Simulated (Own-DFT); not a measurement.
# How strain changes the stress of hcp Hf, 36 atoms (Hf36)

Source: density functional calculations with Own-DFT, an unreviewed in-house program that is no longer used. Nothing was measured or relaxed, and spin and spin-orbit coupling are left out.

Common settings: PBE; PseudoDojo norm-conserving scalar-relativistic files; cutoff 42 hartree; 4 x 4 x 4 k mesh centred on Gamma; cold (Marzari-Vanderbilt) smearing of 0.2 eV.

Keep in mind: hafnium file: forces about 75 meV/angstrom off all-electron values; forces on such cells passed a denser k mesh, each cell not checked; stress not checked against mesh or cutoff.

Unstrained cell vectors in Å: (9.589, 0.000, 0.000); (-4.795, 8.304, 0.000); (0.000, 0.000, 10.102). The unstrained cell has measured lattice constants (interpolated for alloys), not those of this functional. That, the random moves and any unrelaxed bonds set the pressure at no strain. Each run strains this cell uniformly, with the atoms carried along. Random moves of width 0.05 Å per axis were added to every atom. Strains are tensor components in per cent; tension counts as positive stress, and P is minus the mean normal stress.

| run | e_xx (%) | e_yy (%) | e_zz (%) | e_yz (%) | e_xz (%) | e_xy (%) | s_xx (GPa) | s_yy (GPa) | s_zz (GPa) | s_yz (GPa) | s_xz (GPa) | s_xy (GPa) | P (GPa) | E (meV/atom) |
|---|---|---|---|---|---|---|---|---|---|---|---|---|---|---|
| 1 | -0.13 | -0.15 | 0.21 | 1.59 | 1.69 | 0.61 | -1.70 | -1.35 | -1.55 | 1.51 | 1.69 | 0.84 | 1.53 | 8.1 |
| 2 | 1.41 | -1.30 | -0.53 | 0.18 | 0.30 | -0.95 | -0.25 | -3.01 | -2.52 | 0.13 | 0.34 | -1.28 | 1.93 | 5.2 |
| 3 | 1.60 | 1.60 | -1.08 | 1.24 | 1.77 | 0.72 | 2.07 | 2.02 | -1.69 | 1.22 | 1.81 | 0.84 | -0.80 | 5.0 |
| 4 | -1.21 | -1.53 | 1.53 | 0.64 | 0.97 | 0.85 | -3.31 | -4.29 | -0.45 | 0.61 | 0.72 | 1.20 | 2.68 | 6.3 |
| 5 | -1.91 | -0.84 | 0.09 | 1.51 | -0.54 | -1.40 | -5.83 | -4.27 | -3.57 | 1.35 | -0.46 | -1.91 | 4.56 | 19.2 |
| 6 | -0.43 | 1.78 | 1.43 | -1.17 | -0.29 | 0.28 | -0.06 | 2.71 | 2.21 | -1.13 | -0.28 | 0.47 | -1.62 | 0.0 |
| 7 | -0.27 | -1.53 | 0.65 | -2.00 | -1.83 | 1.77 | -2.37 | -4.21 | -1.71 | -1.84 | -1.61 | 2.25 | 2.76 | 17.7 |
| 8 | -0.76 | 1.31 | 0.13 | -1.44 | 0.37 | 1.20 | -2.03 | 0.81 | -1.16 | -1.35 | 0.42 | 1.67 | 0.79 | 6.9 |
| 9 | -1.38 | 1.49 | 1.87 | -0.66 | -0.77 | -0.08 | -2.19 | 2.13 | 2.04 | -0.63 | -0.84 | -0.13 | -0.66 | 13.0 |
| 10 | 1.75 | -1.72 | 0.15 | -1.09 | 1.22 | 0.05 | 1.03 | -3.43 | -1.00 | -1.16 | 1.09 | 0.10 | 1.14 | 2.0 |
| 11 | 0.73 | -0.33 | -1.81 | -0.06 | 1.72 | 0.89 | -1.50 | -2.89 | -5.58 | -0.06 | 1.79 | 1.37 | 3.32 | 22.0 |
| 12 | -0.14 | -1.67 | -0.62 | -1.26 | 0.71 | 0.11 | -3.16 | -5.30 | -4.27 | -1.38 | 0.74 | 0.27 | 4.24 | 13.0 |
| 13 | -1.64 | -0.02 | 0.34 | -0.42 | 1.61 | 1.01 | -4.49 | -2.06 | -2.02 | -0.49 | 1.66 | 1.29 | 2.86 | 6.4 |
| 14 | -0.71 | -1.39 | 1.69 | -0.12 | 1.13 | 1.48 | -2.16 | -3.61 | 0.34 | -0.14 | 1.02 | 2.27 | 1.81 | 7.4 |
| 15 | -1.35 | 1.96 | 1.67 | -1.69 | 1.43 | -0.23 | -1.81 | 2.96 | 2.15 | -1.43 | 1.46 | -0.06 | -1.10 | 8.2 |
| 16 | 0.42 | 0.04 | 1.77 | -1.07 | -0.41 | -1.96 | 0.72 | 0.02 | 2.45 | -1.04 | -0.48 | -2.49 | -1.07 | 2.8 |
| 17 | -1.99 | 0.83 | 0.51 | -0.08 | -0.92 | 1.41 | -4.52 | -0.66 | -1.33 | 0.01 | -1.03 | 2.11 | 2.17 | 4.3 |
| 18 | 1.64 | -0.94 | 0.74 | 1.27 | 0.99 | -0.62 | ? | ? | ? | ? | ? | ? | ? | ? |

E is the free energy per atom, counted from the lowest run shown.

## Fit

Least squares on the runs shown: each stress against a constant and the strains, taken as fractions with shears doubled. Shear strains stay in the fit of a normal stress only where such slopes are resolved. The slopes, in GPa:

| stress | at no strain | per e_xx | per e_yy | per e_zz | scatter |
|---|---|---|---|---|---|
| s_xx | -1.5 | 198 ± 5 | 59 ± 4 | 76 ± 5 | 0.20 |
| s_yy | -1.3 | 66 ± 5 | 200 ± 4 | 67 ± 5 | 0.19 |
| s_zz | -1.7 | 76 ± 4 | 67 ± 3 | 214 ± 4 | 0.17 |

The slope of each shear stress on twice its own strain, from a fit on all six strains: yz 48 ± 1, xz 49 ± 1, xy 67 ± 2 GPa. These are stiffnesses along x, y and z of the frame in which the cell vectors are given, with the crystal's c axis along z: C11, C12, C13 and C33. Hexagonal symmetry asks that xx and yy behave alike, which is a second check on the noise. No internal relaxation is included, and where it is allowed it would reduce some of the slopes. Slopes across the diagonal should nearly agree, so their difference gauges the noise. A ninth of the table's sum, 114 ± 2 GPa, estimates the bulk modulus near the mean pressure of these runs, 1.4 GPa.

## Test on the hidden row

Q: what normal stresses and pressure should run 18 give?

The fitted form gives s_xx = 1.8, s_yy = -1.6, s_zz = 0.5 and P = -0.2 GPa. Computed: 1.75, -1.57, 0.27 and P = -0.15 GPa.
